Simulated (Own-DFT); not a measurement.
# How strain changes the stress of 4H SiC, 72 atoms (C36Si36)

All numbers below are calculated, not measured. They come from Own-DFT, an in-house plane-wave density functional program, since retired, whose code no person has reviewed. Each row is one single-point run on a periodic cell that was not relaxed, without spin or spin-orbit coupling.

Settings of every run: PBE; PseudoDojo norm-conserving scalar-relativistic files; cutoff 42 hartree; 4 x 4 x 3 k mesh centred on Gamma; Fermi-Dirac smearing of 0.1 eV.

Known limits: forces on such cells passed a denser k mesh, each cell not checked; stress not checked against mesh or cutoff.

Unstrained cell vectors in Å: (9.248, 0.000, 0.000); (-4.624, 8.009, 0.000); (0.000, 0.000, 10.068). The unstrained cell has measured lattice constants (interpolated for alloys), not those of this functional. That, the random moves and any unrelaxed bonds set the pressure at no strain. Each run strains this cell uniformly, with the atoms carried along. Every atom was also moved at random, by a Gaussian of width 0.05 Å on each axis. Strain is the symmetric tensor, in per cent. Stress is positive in tension, and the pressure is minus a third of its trace.

| run | e_xx (%) | e_yy (%) | e_zz (%) | e_yz (%) | e_xz (%) | e_xy (%) | s_xx (GPa) | s_yy (GPa) | s_zz (GPa) | s_yz (GPa) | s_xz (GPa) | s_xy (GPa) | P (GPa) | E (meV/atom) |
|---|---|---|---|---|---|---|---|---|---|---|---|---|---|---|
| 1 | 1.42 | -1.67 | 0.98 | -0.85 | -0.20 | -0.77 | 1.75 | -11.64 | -1.05 | -2.97 | -0.76 | -3.60 | 3.64 | 12.8 |
| 2 | 1.72 | 1.98 | -0.02 | 0.31 | 0.55 | 1.82 | 6.49 | 6.32 | -4.92 | 0.71 | 2.38 | 6.90 | -2.63 | 0.0 |
| 3 | -1.32 | -1.73 | 0.68 | -1.38 | -0.51 | -0.21 | -14.43 | -16.71 | -3.56 | -6.27 | -1.55 | -1.77 | 11.57 | 27.4 |
| 4 | -0.17 | 1.86 | -0.80 | 0.50 | 0.53 | 0.93 | -3.56 | 2.23 | -10.06 | 1.35 | 1.72 | 4.82 | 3.79 | 21.2 |
| 5 | -1.25 | -0.68 | -1.80 | -1.79 | -0.20 | -0.41 | -12.28 | -8.64 | -21.79 | -5.63 | -0.19 | -0.73 | 14.24 | 22.9 |
| 6 | -0.86 | -1.05 | 1.44 | -0.95 | 1.94 | 0.21 | -10.12 | -8.98 | 0.53 | -2.74 | 5.87 | 0.89 | 6.19 | 14.6 |
| 7 | -0.05 | -0.39 | 1.69 | -1.39 | -0.81 | 1.43 | -4.97 | -5.63 | 2.01 | -4.96 | -1.99 | 6.25 | 2.86 | 22.3 |
| 8 | 0.66 | 1.28 | -0.45 | 0.29 | 0.71 | 0.47 | 0.65 | 1.93 | -9.10 | 1.20 | 2.28 | 1.98 | 2.17 | 2.5 |
| 9 | -1.18 | -1.05 | 1.25 | 0.49 | -1.22 | 1.79 | -11.81 | -13.09 | -0.44 | 3.06 | -3.93 | 7.14 | 8.45 | 34.6 |
| 10 | -0.69 | -1.73 | 0.05 | -0.48 | -0.89 | -1.27 | -12.22 | -16.98 | -5.84 | -1.93 | -3.06 | -6.11 | 11.68 | 39.9 |
| 11 | -0.38 | 1.84 | -1.76 | 0.92 | -1.10 | -1.68 | -4.75 | 4.28 | -19.03 | 3.56 | -3.96 | -6.21 | 6.50 | 26.5 |
| 12 | 1.17 | 0.09 | -0.95 | 0.14 | 1.37 | -1.64 | 0.85 | -4.27 | -12.33 | 0.47 | 5.21 | -7.74 | 5.25 | 20.7 |
| 13 | -1.70 | 0.57 | -1.95 | 0.51 | 0.80 | 1.75 | -14.66 | -5.05 | -18.38 | 1.07 | 3.86 | 8.97 | 12.70 | 24.3 |
| 14 | -0.79 | 0.88 | -1.46 | 0.93 | 0.08 | 0.71 | -8.93 | -0.90 | -15.86 | 3.19 | 0.25 | 3.69 | 8.56 | 8.5 |
| 15 | 0.20 | 0.74 | -0.85 | 0.21 | -0.87 | 0.07 | -2.98 | -1.43 | -10.97 | 0.38 | -3.01 | -0.86 | 5.13 | 12.1 |
| 16 | 0.73 | -1.76 | -1.24 | -1.37 | -0.17 | -1.01 | -3.27 | -14.76 | -13.77 | -3.46 | -0.21 | -5.32 | 10.60 | 18.4 |
| 17 | -1.18 | -1.18 | 1.90 | 0.59 | -1.38 | 0.07 | ? | ? | ? | ? | ? | ? | ? | ? |

E is the free energy for each atom above the lowest run shown.

## Worked fit

Each stress component was fitted by least squares to a constant and the strains of the runs shown, as fractions, with shears doubled. Shear strains stay in the fit of a normal stress only where such slopes are resolved. The slopes, in GPa:

```
stress,at no strain,per e_xx,per e_yy,per e_zz,scatter
s_xx,-4.9,550 ± 17,128 ± 14,35 ± 16,0.64
s_yy,-5.3,96 ± 37,528 ± 31,32 ± 35,1.43
s_zz,-6.9,66 ± 35,28 ± 30,609 ± 33,1.35
```

Each shear stress against twice its own strain: yz 182 ± 19, xz 166 ± 6, xy 213 ± 10 GPa. These are stiffnesses along x, y and z of the frame in which the cell vectors are given, which need not be the crystal's axes. The atoms are held to the strained lattice; where symmetry lets them move under strain, relaxing them would lower some slopes. The table should be nearly symmetric about its diagonal, and what it lacks of that shows the noise. A ninth of its sum, 230 ± 5 GPa, estimates the bulk modulus near the mean pressure of these runs, 6.9 GPa, so it lies above the value at zero pressure.

## Withheld run

Question: what normal stresses and pressure should run 17 give?

The fit gives s_xx = -12.2, s_yy = -12.1, s_zz = 3.5 and P = 6.9 GPa. The calculation gave -12.48, -11.17, 3.50 and P = 6.72 GPa.
